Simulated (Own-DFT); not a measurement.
# A surface energy from a slab and the bulk: wurtzite AlN, m plane (10-10)

No measurement is shown. These are fixed-geometry runs of a retired plane-wave code named Own-DFT, which no person has reviewed; spin and spin-orbit coupling are neglected.

Caveats (not all hold for every row): some atoms lie very close together; k mesh not checked against a denser one.

Both sets of runs: PBE; PseudoDojo norm-conserving scalar-relativistic files; cutoff 42 hartree; Gaussian smearing of 0.01 eV. The slab has 128 atoms in 16 layers, two equal faces of 62.02 Å² as cut, 15 Å of vacuum, a dipole correction along the normal and a 6 x 3 x 1 mesh. The bulk cell has 128 atoms, the same measured lattice constants and a 3 x 3 x 3 mesh. All atoms were moved at random; u is the rms move along one axis. Energies are counted from -174.06 eV for each atom.

```
slab run   u (Å)  E (eV, cell)
       1  0.0196        20.070
       2  0.0199        20.426
       3  0.0200        20.763
       4  0.0204        20.676
       5  0.0204        20.487
       6  0.0500        29.128
       7  0.0501        29.810
       8  0.0511        29.083
       9  0.0516        30.417
      10  0.0530        29.536
      11  0.0969        53.238
      12  0.0990        56.932
```

| bulk run | u (Å) | E (meV/atom) |
|---|---|---|
| 1 | 0.0204 | -1.29 |
| 2 | 0.0210 | -0.25 |
| 3 | 0.0211 | -0.01 |
| 4 | 0.0217 | 0.21 |
| 5 | 0.0908 | 266.52 |
| 6 | 0.1018 | 300.15 |
| 7 | 0.1020 | 346.16 |
| 8 | 0.1036 | 383.72 |
| 9 | 0.1079 | 389.11 |
| 10 | 0.1092 | 390.69 |

Q: what is the energy of the unrelaxed surface?

## Solution

Take each set to u = 0 with E = a + b u². Rows are weighted down as u grows, with residuals divided by u² + 0.0006 Å². Slab: a = 18.91 ± 0.12 eV. Bulk: a = -15.6 ± 0.9 meV/atom. The excess is 18.91 - 128 x (-0.0156) = 20.90 ± 0.17 eV. Over two faces that is 169 meV/Å², or 2.70 ± 0.02 J/m². Relaxing the faces would lower the energy, and the unlike meshes and the reach from the smallest u down to zero add errors that aren't counted here.
